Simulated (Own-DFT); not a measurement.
## Calculated data, Si$_{23}$O$_{48}$ (quartz with one vacancy, atoms displaced)

A calculation, not a measurement: plane-wave PBE density functional theory by an unreviewed code, no spin, of a simulated periodic cell, stress positive in tension, free energy of the whole cell less one offset for each atom, some atoms lie very close together, defect cell not probed for a lower state with spin; oxygen file: force components 24 meV/angstrom off all-electron in one glass; forces on such cells passed a denser k mesh, this cell's mesh not checked; offsets are fitted by least squares, one for each functional and potential file, so energies compare only between cells with the same atoms and settings and are not formation energies; the far tail of each file's local potential was reset to the Coulomb form; each entry is a single point on an unrelaxed cell, so the pressure reflects the starting lattice, mostly measured values (interpolated for alloys), from which strain is counted, and rises with the displacements; printed positions are rounded, which can move forces by about a meV/angstrom; the program, named Own-DFT, is a retired in-house code; no spin-orbit coupling; before rounding, a Quantum ESPRESSO 7.3.1 run of the same cell and cutoff gave forces within 1 meV/angstrom rms on each cell, which checks the program and not the settings. Program: Own-DFT development build.

Common to all runs: functional PBE; potential files PseudoDojo norm-conserving, scalar-relativistic, standard set; wave cutoff 72 hartree; occupations Fermi-Dirac; smearing width 0.1 eV; k mesh 3 x 3 x 2 centred on Gamma.

```json
{"entry": 1, "formula": "Si23O48", "kind": "quartz with one vacancy, atoms displaced", "structure": {"cell_angstrom": [[9.8268, 0.0, 0.0], [-4.9134, 8.5103, 0.0], [0.0, 0.0, 10.8104]], "atoms_fractional": [["Si", 0.0097, 0.24311, 0.33431], ["Si", 0.2671, 0.26563, 0.17636], ["O", 0.2044, 0.12849, 0.06899], ["O", 0.42537, 0.30382, 0.2392], ["O", 0.37596, 0.0812, 0.40515], ["O", 0.07648, 0.36391, 0.43447], ["O", 0.11307, 0.19127, 0.27629], ["O", 0.29089, 0.41846, 0.10458], ["Si", 0.20473, 0.98769, 0.49414], ["Si", 0.01898, 0.23446, 0.83569], ["Si", 0.24819, 0.26059, 0.66779], ["O", 0.19282, 0.12655, 0.5694], ["O", 0.43999, 0.29112, 0.72454], ["O", 0.36222, 0.08883, 0.8975], ["O", 0.08083, 0.37582, 0.93476], ["O", 0.12786, 0.18401, 0.7697], ["O", 0.29174, 0.43699, 0.60436], ["Si", 0.24758, 0.49894, 0.99412], ["Si", 0.99402, 0.73228, 0.33393], ["Si", 0.26678, 0.758, 0.17465], ["O", 0.20875, 0.62952, 0.04787], ["O", 0.43568, 0.79475, 0.2364], ["O", 0.38218, 0.59114, 0.39095], ["O", 0.0762, 0.86912, 0.43871], ["O", 0.12504, 0.70805, 0.28636], ["O", 0.28549, 0.92178, 0.10059], ["Si", 0.23598, 0.51567, 0.49992], ["Si", 0.97666, 0.72527, 0.83113], ["Si", 0.27356, 0.76512, 0.6763], ["O", 0.20684, 0.62965, 0.55785], ["O", 0.42833, 0.78054, 0.71999], ["O", 0.37226, 0.5744, 0.9079], ["O", 0.08597, 0.87153, 0.94707], ["O", 0.13638, 0.70841, 0.7723], ["O", 0.29803, 0.92987, 0.61818], ["Si", 0.72095, 0.99855, 0.99453], ["Si", 0.49657, 0.23751, 0.33201], ["Si", 0.76224, 0.2616, 0.16229], ["O", 0.69754, 0.11431, 0.06398], ["O", 0.92817, 0.29885, 0.23761], ["O", 0.85769, 0.06046, 0.39874], ["O", 0.56907, 0.36879, 0.44351], ["O", 0.62179, 0.19897, 0.28501], ["O", 0.80006, 0.41503, 0.1], ["Si", 0.72503, 0.9822, 0.51494], ["Si", 0.48607, 0.23376, 0.82634], ["Si", 0.75528, 0.25372, 0.68404], ["O", 0.70757, 0.127, 0.55518], ["O", 0.93396, 0.29893, 0.73547], ["O", 0.83812, 0.06403, 0.88239], ["O", 0.57211, 0.37261, 0.93774], ["O", 0.62734, 0.19824, 0.76606], ["O", 0.8006, 0.4302, 0.60421], ["Si", 0.72808, 0.50317, 0.99698], ["Si", 0.50126, 0.73822, 0.33243], ["Si", 0.77329, 0.76507, 0.14865], ["O", 0.71753, 0.62933, 0.05584], ["O", 0.90086, 0.78306, 0.22464], ["O", 0.86847, 0.57499, 0.38801], ["O", 0.56943, 0.86937, 0.45029], ["O", 0.63614, 0.71016, 0.27119], ["O", 0.79739, 0.92941, 0.09332], ["Si", 0.7407, 0.49865, 0.5005], ["Si", 0.48497, 0.72789, 0.83369], ["Si", 0.76652, 0.74952, 0.68213], ["O", 0.71115, 0.62833, 0.57908], ["O", 0.92702, 0.80119, 0.73605], ["O", 0.86309, 0.55694, 0.90241], ["O", 0.57359, 0.86063, 0.93836], ["O", 0.62547, 0.70377, 0.76647], ["O", 0.80285, 0.92983, 0.60833]]}, "results": {"free_energy_of_cell_above_offsets [eV]": "9.957", "pressure [GPa]": 14.66, "stress_xx [GPa]": -16.34, "stress_yy [GPa]": -12.96, "stress_zz [GPa]": -14.68, "stress_yz [GPa]": -0.67, "stress_xz [GPa]": -0.52, "stress_xy [GPa]": 0.27, "force_element": ["Si", "Si", "O", "O", "O", "O", "O", "O", "Si", "Si", "Si", "O", "O", "O", "O", "O", "O", "Si", "Si", "Si", "O", "O", "O", "O", "O", "O", "Si", "Si", "Si", "O", "O", "O", "O", "O", "O", "Si", "Si", "Si", "O", "O", "O", "O", "O", "O", "Si", "Si", "Si", "O", "O", "O", "O", "O", "O", "Si", "Si", "Si", "O", "O", "O", "O", "O", "O", "Si", "Si", "Si", "O", "O", "O", "O", "O", "O"], "force_x [eV/angstrom]": [-6.378, -2.153, 0.083, -0.753, -3.16, 1.265, 7.032, 0.131, 13.85, -7.305, 5.739, 0.03, -9.987, -0.95, 0.723, -0.907, 1.476, -7.366, -4.182, -1.633, -0.297, -6.67, -3.916, -9.169, 5.799, 0.659, 5.772, 9.462, -5.139, -5.652, 1.28, 6.612, -1.093, -3.038, -1.608, 5.406, 0.605, 0.804, -4.031, -2.712, 0.849, 0.715, 4.326, -2.833, 0.288, 7.738, 9.615, -1.394, -0.335, 3.499, -1.034, -8.524, 1.773, 5.043, 7.851, -9.733, -4.54, 10.76, -1.52, -1.706, 0.472, 0.565, -2.321, 5.011, -5.037, 1.202, 0.576, 1.999, -3.023, -2.716, 3.804], "force_y [eV/angstrom]": [-5.361, -2.421, 0.233, 1.37, -2.415, 5.274, -0.581, 0.704, 14.83, -1.883, 4.389, -1.569, 4.157, -2.934, -1.415, -1.102, -2.947, -4.269, 2.366, 0.739, 1.937, 2.25, -7.581, -12.08, -0.184, -1.451, -6.977, -0.581, 0.877, 7.405, 0.758, 3.506, -2.0, -1.262, -0.046, -2.384, -0.346, -3.536, 5.354, -0.086, 1.928, 1.317, 0.626, 3.586, 3.85, -1.403, 4.544, 3.115, -0.529, 3.458, -1.474, -3.216, -2.522, -8.46, 3.91, 2.604, 3.826, 1.052, -2.413, -3.297, 0.251, -1.169, -0.712, 1.42, 4.594, -2.781, 2.708, 2.75, -3.225, -1.084, -3.989], "force_z [eV/angstrom]": [1.21, -1.288, 0.102, -1.442, 1.004, 4.532, -3.358, 0.574, 9.543, 1.055, -3.668, -2.223, -10.32, 1.658, -0.379, 3.191, 2.386, 8.259, -2.266, -2.515, 3.47, -6.263, 4.454, -7.146, -3.367, 1.005, -5.899, 6.682, -4.477, 4.753, -0.188, -7.766, -1.523, 2.054, -2.033, -0.658, 4.399, 4.487, 3.924, -2.592, -0.795, 0.259, -4.132, -2.226, -3.938, 8.285, -11.09, 3.512, -0.461, -2.192, -1.228, 8.147, 2.524, -0.162, 3.209, 0.784, 1.338, 6.56, 2.013, -2.175, -1.697, 0.221, -0.422, 1.154, -4.063, -3.759, -1.643, -4.036, -1.503, 3.469, 4.671]}}
{"entry": 2, "formula": "Si23O48", "kind": "quartz with one vacancy, atoms displaced", "structure": {"cell_angstrom": [[9.8268, 0.0, 0.0], [-4.9134, 8.5103, 0.0], [0.0, 0.0, 10.8104]], "atoms_fractional": [["Si", 0.21728, 0.0033, 0.99462], ["Si", 0.98731, 0.23696, 0.32166], ["Si", 0.2678, 0.26462, 0.17815], ["O", 0.20066, 0.12552, 0.0699], ["O", 0.41684, 0.29746, 0.21865], ["O", 0.3672, 0.07497, 0.38827], ["O", 0.07171, 0.36122, 0.45317], ["O", 0.12008, 0.19056, 0.26961], ["O", 0.28491, 0.43127, 0.10488], ["Si", 0.23553, 0.00583, 0.50039], ["Si", 0.00848, 0.2269, 0.83756], ["Si", 0.2565, 0.26158, 0.66266], ["O", 0.22891, 0.14847, 0.55221], ["O", 0.44443, 0.31259, 0.7225], ["O", 0.37225, 0.07409, 0.90284], ["O", 0.06951, 0.35839, 0.94542], ["O", 0.12293, 0.1975, 0.7668], ["O", 0.28802, 0.43217, 0.6129], ["Si", 0.2289, 0.49514, 0.00164], ["Si", 0.99951, 0.73463, 0.31864], ["Si", 0.26426, 0.77209, 0.16332], ["O", 0.19828, 0.63524, 0.05732], ["O", 0.42288, 0.7952, 0.21942], ["O", 0.35762, 0.55908, 0.39678], ["O", 0.06931, 0.86707, 0.44373], ["O", 0.15695, 0.7182, 0.26766], ["O", 0.29683, 0.92235, 0.09054], ["Si", 0.25442, 0.49905, 0.50241], ["Si", 0.00744, 0.75144, 0.8348], ["Si", 0.27165, 0.76995, 0.68168], ["O", 0.2005, 0.62296, 0.55721], ["O", 0.43797, 0.79343, 0.73316], ["O", 0.37569, 0.56842, 0.89776], ["O", 0.07716, 0.85441, 0.94242], ["O", 0.12601, 0.7024, 0.79498], ["O", 0.28946, 0.91965, 0.61873], ["Si", 0.74394, 0.99463, 0.99133], ["Si", 0.47944, 0.22099, 0.30804], ["Si", 0.77135, 0.27456, 0.15787], ["O", 0.7025, 0.12324, 0.05834], ["O", 0.91327, 0.285, 0.22341], ["O", 0.85339, 0.06301, 0.3951], ["O", 0.57351, 0.3799, 0.44466], ["O", 0.63208, 0.19855, 0.27444], ["O", 0.8012, 0.43913, 0.10396], ["Si", 0.73876, 0.0063, 0.51108], ["Si", 0.50242, 0.24591, 0.83118], ["Si", 0.76567, 0.26845, 0.67342], ["O", 0.69136, 0.12622, 0.5581], ["O", 0.92006, 0.29101, 0.72244], ["O", 0.88277, 0.08796, 0.89346], ["O", 0.57937, 0.36062, 0.94273], ["O", 0.63291, 0.22403, 0.75962], ["O", 0.77008, 0.41755, 0.61626], ["Si", 0.74235, 0.49616, 0.98763], ["Si", 0.50486, 0.74933, 0.33385], ["Si", 0.77605, 0.75523, 0.15776], ["O", 0.7032, 0.6385, 0.06709], ["O", 0.9115, 0.79008, 0.21737], ["O", 0.85205, 0.57018, 0.39708], ["O", 0.56624, 0.85689, 0.43117], ["O", 0.64125, 0.71674, 0.27548], ["O", 0.78699, 0.91632, 0.10927], ["Si", 0.73724, 0.48834, 0.49047], ["Si", 0.4933, 0.73863, 0.82655], ["O", 0.71875, 0.64193, 0.55892], ["O", 0.92639, 0.79302, 0.72859], ["O", 0.86999, 0.56797, 0.89732], ["O", 0.57729, 0.86052, 0.95768], ["O", 0.63325, 0.69907, 0.7691], ["O", 0.79979, 0.92894, 0.60021]]}, "results": {"free_energy_of_cell_above_offsets [eV]": "13.725", "pressure [GPa]": 14.83, "stress_xx [GPa]": -18.26, "stress_yy [GPa]": -9.37, "stress_zz [GPa]": -16.87, "stress_yz [GPa]": 1.5, "stress_xz [GPa]": -4.14, "stress_xy [GPa]": -2.5, "force_element": ["Si", "Si", "Si", "O", "O", "O", "O", "O", "O", "Si", "Si", "Si", "O", "O", "O", "O", "O", "O", "Si", "Si", "Si", "O", "O", "O", "O", "O", "O", "Si", "Si", "Si", "O", "O", "O", "O", "O", "O", "Si", "Si", "Si", "O", "O", "O", "O", "O", "O", "Si", "Si", "Si", "O", "O", "O", "O", "O", "O", "Si", "Si", "Si", "O", "O", "O", "O", "O", "O", "Si", "Si", "O", "O", "O", "O", "O", "O"], "force_x [eV/angstrom]": [7.301, 5.018, -14.37, -1.946, 9.841, -1.012, -0.107, -1.05, 3.807, 2.333, -3.864, 3.152, -1.459, -4.352, -0.961, -0.298, 4.475, 3.931, -1.287, 0.763, 5.582, 0.606, 2.366, 5.451, 0.407, -9.561, -2.131, -10.19, -3.747, -1.963, 0.264, -10.22, -1.448, -2.23, 6.809, -1.941, -0.193, 6.508, -4.366, 0.415, 0.852, 1.376, -3.978, -1.387, 0.827, -2.402, -0.028, 1.06, -1.276, 5.286, -3.118, -1.02, -3.563, 0.548, -5.101, 0.164, -17.74, 1.327, 17.97, 7.9, 0.914, -0.02, 0.619, -3.883, 12.54, 0.182, -0.855, 3.511, -2.026, -1.036, 2.033], "force_y [eV/angstrom]": [-0.102, -2.418, -0.484, 2.382, 3.351, -1.542, -1.813, 0.723, -4.15, -4.296, 8.723, 3.89, 0.468, -0.932, 1.814, -0.372, -0.893, -3.812, 4.364, 0.102, 0.88, -1.547, -0.054, 5.251, -0.998, -2.886, 2.497, -0.501, -7.044, -5.215, 3.072, 5.225, 0.437, 3.179, 0.035, 3.518, 1.053, 1.862, -4.005, 2.047, 2.467, 3.038, -5.62, 1.461, -0.88, -2.277, -3.272, -0.945, 2.379, -0.264, -8.325, 0.39, -3.294, 2.457, 1.264, -9.852, 4.954, -11.29, 3.048, 7.154, 9.692, -0.53, 2.214, -0.515, -5.839, -0.643, 0.935, 4.199, -2.963, 0.503, -1.46], "force_z [eV/angstrom]": [1.061, 8.81, -7.488, 1.159, 2.329, 0.588, -3.169, 0.82, 5.062, -0.227, -3.51, 1.738, -0.037, -1.112, -1.948, -0.941, -1.918, 5.755, -2.299, 4.038, -7.332, -0.89, 1.448, -7.936, -2.331, 8.199, -0.269, 0.869, -3.71, -1.814, 3.06, -10.68, -0.406, 4.839, -3.886, -2.557, 4.175, 5.75, -1.747, 0.27, -1.612, -2.88, -4.525, -1.662, 1.623, -3.792, -0.354, -5.746, 1.953, 3.231, 3.46, 1.297, 5.495, -2.403, 5.046, -9.644, 1.552, -10.45, 9.362, -9.915, 10.85, -0.431, -1.516, 10.58, 13.56, -0.085, -1.142, -4.726, -4.422, 0.514, 3.012]}}
{"entry": 3, "formula": "Si23O48", "kind": "quartz with one vacancy, atoms displaced", "structure": {"cell_angstrom": [[9.8268, 0.0, 0.0], [-4.9134, 8.5103, 0.0], [0.0, 0.0, 10.8104]], "atoms_fractional": [["Si", 0.21927, 0.99689, 0.01234], ["Si", 0.9885, 0.22882, 0.33037], ["Si", 0.25659, 0.26643, 0.16423], ["O", 0.22315, 0.15313, 0.04862], ["O", 0.42015, 0.28688, 0.2303], ["O", 0.3554, 0.05728, 0.40159], ["O", 0.06364, 0.35174, 0.43924], ["O", 0.13908, 0.19134, 0.28004], ["O", 0.29444, 0.42445, 0.11017], ["Si", 0.2366, 0.00338, 0.48832], ["Si", 0.9998, 0.24566, 0.83832], ["Si", 0.25341, 0.26181, 0.65748], ["O", 0.21098, 0.13049, 0.57461], ["O", 0.43321, 0.29585, 0.72623], ["O", 0.3721, 0.07801, 0.88647], ["O", 0.08493, 0.35908, 0.94918], ["O", 0.11546, 0.20353, 0.77358], ["O", 0.29204, 0.43171, 0.60787], ["Si", 0.23981, 0.49165, 0.00373], ["Si", 0.0042, 0.72966, 0.34031], ["Si", 0.27448, 0.77054, 0.16776], ["O", 0.21334, 0.63885, 0.06645], ["O", 0.42685, 0.79165, 0.22627], ["O", 0.3749, 0.58201, 0.40101], ["O", 0.0698, 0.8625, 0.44034], ["O", 0.13174, 0.70652, 0.26901], ["O", 0.31117, 0.93897, 0.09477], ["Si", 0.24205, 0.50852, 0.50007], ["Si", 0.00017, 0.72254, 0.8343], ["Si", 0.27285, 0.76392, 0.67051], ["O", 0.19318, 0.60719, 0.55854], ["O", 0.42738, 0.79346, 0.71297], ["O", 0.36321, 0.57325, 0.90785], ["O", 0.0982, 0.87378, 0.93748], ["O", 0.12689, 0.69063, 0.76957], ["O", 0.28765, 0.91081, 0.61626], ["Si", 0.72831, 0.9991, 0.98844], ["Si", 0.49866, 0.23252, 0.32749], ["Si", 0.76353, 0.25837, 0.17576], ["O", 0.71898, 0.13658, 0.07186], ["O", 0.94903, 0.31202, 0.22693], ["O", 0.88951, 0.09037, 0.38885], ["O", 0.57685, 0.36127, 0.43731], ["O", 0.6368, 0.20925, 0.28624], ["O", 0.79636, 0.42754, 0.10418], ["Si", 0.73805, 0.00348, 0.49266], ["Si", 0.50054, 0.23025, 0.82194], ["Si", 0.77681, 0.2677, 0.657], ["O", 0.71196, 0.13796, 0.56514], ["O", 0.91825, 0.29608, 0.72646], ["O", 0.88439, 0.0899, 0.88525], ["O", 0.60041, 0.37906, 0.95132], ["O", 0.63277, 0.19914, 0.7826], ["O", 0.79308, 0.42033, 0.61619], ["Si", 0.74195, 0.50552, 0.00167], ["Si", 0.75715, 0.77262, 0.16762], ["O", 0.70377, 0.61842, 0.06408], ["O", 0.92698, 0.78627, 0.22675], ["O", 0.85529, 0.5622, 0.40131], ["O", 0.57597, 0.87499, 0.42331], ["O", 0.65068, 0.7162, 0.27049], ["O", 0.78862, 0.92416, 0.10372], ["Si", 0.73132, 0.48755, 0.4981], ["Si", 0.49446, 0.73966, 0.83782], ["Si", 0.76758, 0.76946, 0.6569], ["O", 0.705, 0.63984, 0.56833], ["O", 0.91655, 0.80801, 0.72237], ["O", 0.87303, 0.57765, 0.89661], ["O", 0.57371, 0.87261, 0.93095], ["O", 0.63417, 0.71829, 0.76682], ["O", 0.79375, 0.91751, 0.6137]]}, "results": {"free_energy_of_cell_above_offsets [eV]": "11.590", "pressure [GPa]": 16.96, "stress_xx [GPa]": -14.84, "stress_yy [GPa]": -21.83, "stress_zz [GPa]": -14.23, "stress_yz [GPa]": -0.55, "stress_xz [GPa]": 1.36, "stress_xy [GPa]": -2.43, "force_element": ["Si", "Si", "Si", "O", "O", "O", "O", "O", "O", "Si", "Si", "Si", "O", "O", "O", "O", "O", "O", "Si", "Si", "Si", "O", "O", "O", "O", "O", "O", "Si", "Si", "Si", "O", "O", "O", "O", "O", "O", "Si", "Si", "Si", "O", "O", "O", "O", "O", "O", "Si", "Si", "Si", "O", "O", "O", "O", "O", "O", "Si", "Si", "O", "O", "O", "O", "O", "O", "Si", "Si", "Si", "O", "O", "O", "O", "O", "O"], "force_x [eV/angstrom]": [5.884, 8.559, 2.606, -1.36, -0.88, 9.887, 1.783, -2.405, 0.201, -7.883, 0.183, 0.121, 1.491, -4.1, -2.013, -2.06, 4.492, 1.37, -4.291, -2.864, -2.521, 0.802, 2.971, 1.501, -0.183, 0.595, 1.038, 2.761, -0.989, -5.919, -7.153, 6.841, 3.805, -4.885, 0.601, -3.487, 4.104, -1.904, 0.863, 0.286, -3.821, -6.025, -1.972, 2.635, 2.436, 1.247, 0.227, -4.513, 0.918, 6.176, -5.226, -6.582, 4.18, -3.413, 5.48, 7.931, -3.662, -0.538, 4.404, 0.484, -5.347, -1.379, -2.962, 2.013, -1.418, 2.153, 8.866, -0.143, -1.677, -2.362, -5.957], "force_y [eV/angstrom]": [6.028, 12.17, -2.414, -0.337, 0.21, 7.457, 3.485, 0.571, 2.247, -6.186, 4.332, 5.417, -6.707, 1.303, -2.07, -0.002, 1.035, -1.3, 2.552, -1.865, 1.022, -2.994, 0.734, 0.634, 1.232, 0.05, -1.602, -7.766, 6.314, -5.688, 8.602, -0.039, 4.337, -7.404, -0.277, 5.335, 4.038, -1.072, 5.265, -3.173, -0.203, -15.89, -1.862, -0.892, -2.395, -1.459, 1.845, -1.709, -5.101, 1.423, -8.785, -9.706, 0.328, 5.31, 2.295, -1.922, 6.179, 0.142, 3.863, 0.657, -3.283, 3.39, 1.987, -4.218, -5.161, -8.711, -0.645, -1.842, 1.406, -0.746, 12.24], "force_z [eV/angstrom]": [-1.013, -5.606, 3.395, 0.04, -1.477, -10.96, 2.161, -0.332, 0.799, 13.54, -4.271, 8.373, -6.563, -2.994, 2.508, 0.297, -3.461, 1.081, 4.163, -2.208, -0.414, -2.504, 1.232, -2.128, 1.567, 0.254, 3.096, -4.655, -2.959, -2.904, 6.108, 4.633, -5.431, -5.0, 0.201, -4.594, 2.518, 2.876, -0.419, -2.996, -2.732, 8.545, -0.089, -1.208, 3.13, 1.18, 4.579, 5.64, -5.126, 3.947, 5.314, -6.838, -3.041, -3.36, 2.099, -5.517, 3.098, -0.002, -4.392, 0.569, 7.908, -3.536, 6.668, -5.429, 6.6, -6.838, 5.676, 0.549, 1.789, 2.333, -7.466]}}
{"entry": 4, "formula": "Si23O48", "kind": "quartz with one vacancy, atoms displaced", "structure": {"cell_angstrom": [[9.8268, 0.0, 0.0], [-4.9134, 8.5103, 0.0], [0.0, 0.0, 10.8104]], "atoms_fractional": [["Si", 0.00164, 0.25019, 0.33361], ["Si", 0.26866, 0.26614, 0.15574], ["O", 0.21322, 0.12262, 0.07602], ["O", 0.43296, 0.29444, 0.23019], ["O", 0.37572, 0.07773, 0.39954], ["O", 0.06989, 0.36327, 0.4463], ["O", 0.13612, 0.22946, 0.27696], ["O", 0.30068, 0.42857, 0.10608], ["Si", 0.24391, 0.01255, 0.49806], ["Si", 0.00565, 0.23515, 0.83718], ["Si", 0.25546, 0.25969, 0.6689], ["O", 0.18914, 0.1148, 0.55628], ["O", 0.42497, 0.28857, 0.71081], ["O", 0.35932, 0.06529, 0.88752], ["O", 0.07967, 0.37139, 0.94137], ["O", 0.13376, 0.20856, 0.77179], ["O", 0.29603, 0.4186, 0.60295], ["Si", 0.23426, 0.50216, 0.00232], ["Si", 0.99075, 0.7239, 0.33639], ["Si", 0.27361, 0.76855, 0.16165], ["O", 0.21999, 0.65004, 0.06348], ["O", 0.42191, 0.79475, 0.2214], ["O", 0.38074, 0.57844, 0.39454], ["O", 0.06521, 0.86059, 0.43439], ["O", 0.12536, 0.71814, 0.27591], ["O", 0.29402, 0.93587, 0.09911], ["Si", 0.24429, 0.49609, 0.48459], ["Si", 0.00136, 0.73323, 0.83519], ["Si", 0.26211, 0.77759, 0.66543], ["O", 0.2107, 0.63955, 0.55984], ["O", 0.4215, 0.77921, 0.7257], ["O", 0.37187, 0.57467, 0.8958], ["O", 0.06819, 0.85667, 0.92726], ["O", 0.12684, 0.70918, 0.77694], ["O", 0.29632, 0.91175, 0.61717], ["Si", 0.72846, 0.99435, 0.98353], ["Si", 0.50099, 0.24576, 0.33276], ["Si", 0.77392, 0.27195, 0.16689], ["O", 0.69654, 0.13029, 0.0765], ["O", 0.9092, 0.28176, 0.22376], ["O", 0.86428, 0.06464, 0.39666], ["O", 0.57777, 0.35853, 0.43807], ["O", 0.62741, 0.20284, 0.27035], ["O", 0.78491, 0.43391, 0.09504], ["Si", 0.73974, 0.00814, 0.49911], ["Si", 0.48601, 0.22079, 0.83064], ["Si", 0.76348, 0.26006, 0.66105], ["O", 0.71614, 0.14413, 0.57166], ["O", 0.92149, 0.2738, 0.73279], ["O", 0.86837, 0.06158, 0.8787], ["O", 0.56577, 0.3786, 0.94496], ["O", 0.65145, 0.21693, 0.76537], ["O", 0.79319, 0.42264, 0.61391], ["Si", 0.74153, 0.50764, 0.99518], ["Si", 0.49863, 0.71953, 0.32091], ["Si", 0.75695, 0.76218, 0.15183], ["O", 0.72243, 0.63444, 0.05857], ["O", 0.93852, 0.78888, 0.22296], ["O", 0.88479, 0.58781, 0.39838], ["O", 0.56773, 0.85755, 0.44291], ["O", 0.6186, 0.68947, 0.2747], ["O", 0.7958, 0.92947, 0.10035], ["Si", 0.74151, 0.51567, 0.51125], ["Si", 0.48401, 0.71228, 0.83033], ["Si", 0.76984, 0.75617, 0.64999], ["O", 0.71373, 0.63106, 0.55878], ["O", 0.93892, 0.78729, 0.71234], ["O", 0.86389, 0.56036, 0.89502], ["O", 0.5683, 0.86425, 0.928], ["O", 0.63063, 0.70063, 0.7683], ["O", 0.78782, 0.91831, 0.60547]]}, "results": {"free_energy_of_cell_above_offsets [eV]": "13.331", "pressure [GPa]": 17.02, "stress_xx [GPa]": -12.63, "stress_yy [GPa]": -22.18, "stress_zz [GPa]": -16.26, "stress_yz [GPa]": -1.3, "stress_xz [GPa]": 2.59, "stress_xy [GPa]": 2.28, "force_element": ["Si", "Si", "O", "O", "O", "O", "O", "O", "Si", "Si", "Si", "O", "O", "O", "O", "O", "O", "Si", "Si", "Si", "O", "O", "O", "O", "O", "O", "Si", "Si", "Si", "O", "O", "O", "O", "O", "O", "Si", "Si", "Si", "O", "O", "O", "O", "O", "O", "Si", "Si", "Si", "O", "O", "O", "O", "O", "O", "Si", "Si", "Si", "O", "O", "O", "O", "O", "O", "Si", "Si", "Si", "O", "O", "O", "O", "O", "O"], "force_x [eV/angstrom]": [-0.77, 0.945, -0.351, -5.114, 0.808, -0.652, 2.629, -1.242, 0.998, -1.276, 2.594, -3.111, 1.363, -0.522, -1.059, -0.043, -1.339, 1.327, 0.992, -8.01, 0.858, 6.029, -0.333, 1.763, 8.291, 0.614, -3.286, -4.123, 8.568, 1.321, -2.053, -3.358, -0.403, 5.739, -8.808, -0.028, 4.124, -12.43, 2.025, 9.736, 2.076, 1.405, 0.558, 5.647, -2.822, 2.925, 3.774, 1.991, -1.516, -0.723, -0.311, -7.385, -1.616, -3.79, -7.247, 2.968, -3.211, -5.609, -5.944, 0.775, 9.581, -0.941, 10.04, 4.688, -1.818, -7.608, -2.115, 2.986, -0.439, 1.474, -0.207], "force_y [eV/angstrom]": [-4.984, 0.506, -3.303, 1.861, 0.488, 1.571, 0.214, 2.651, -7.401, -1.029, -1.084, 4.4, -0.667, -2.274, -0.984, -0.929, 1.895, 1.831, 11.4, 5.472, -7.25, -0.239, -3.319, 4.137, -0.645, -0.616, 1.106, -5.82, -24.09, -2.476, 0.28, -8.22, 6.485, -1.21, 25.17, 2.467, -4.999, 0.474, -3.9, 2.267, 4.136, 6.228, 1.127, -5.02, -3.84, 5.098, 9.525, -11.47, 1.808, -0.252, -2.372, -2.048, 4.122, -3.561, 8.584, 2.344, 1.563, 0.229, -13.48, 0.54, -0.43, -0.094, -13.73, 9.221, 7.257, 2.914, -0.644, 2.964, -0.791, -0.285, 1.123], "force_z [eV/angstrom]": [-0.39, 5.972, -3.07, -4.212, -1.105, 0.818, -1.978, -1.2, -0.576, -0.082, -3.43, 3.683, 1.604, 0.814, 0.063, 2.05, -2.309, 0.657, -5.13, 4.17, -6.142, 3.421, -0.445, 3.394, -4.33, 0.335, 7.425, -4.169, 10.89, -1.782, -1.004, 5.217, 6.747, -2.678, -12.81, 2.784, -0.222, -3.702, -5.153, 4.972, -3.255, 5.187, 0.095, 6.958, 1.904, -0.803, 8.024, -11.87, -2.181, 2.08, -2.659, 6.927, -2.552, -3.056, 3.405, 5.726, -0.633, -2.674, 8.346, -1.13, -5.979, -0.608, -7.347, -5.186, 10.21, -1.177, -0.614, -4.606, 0.307, -1.164, -0.776]}}
```
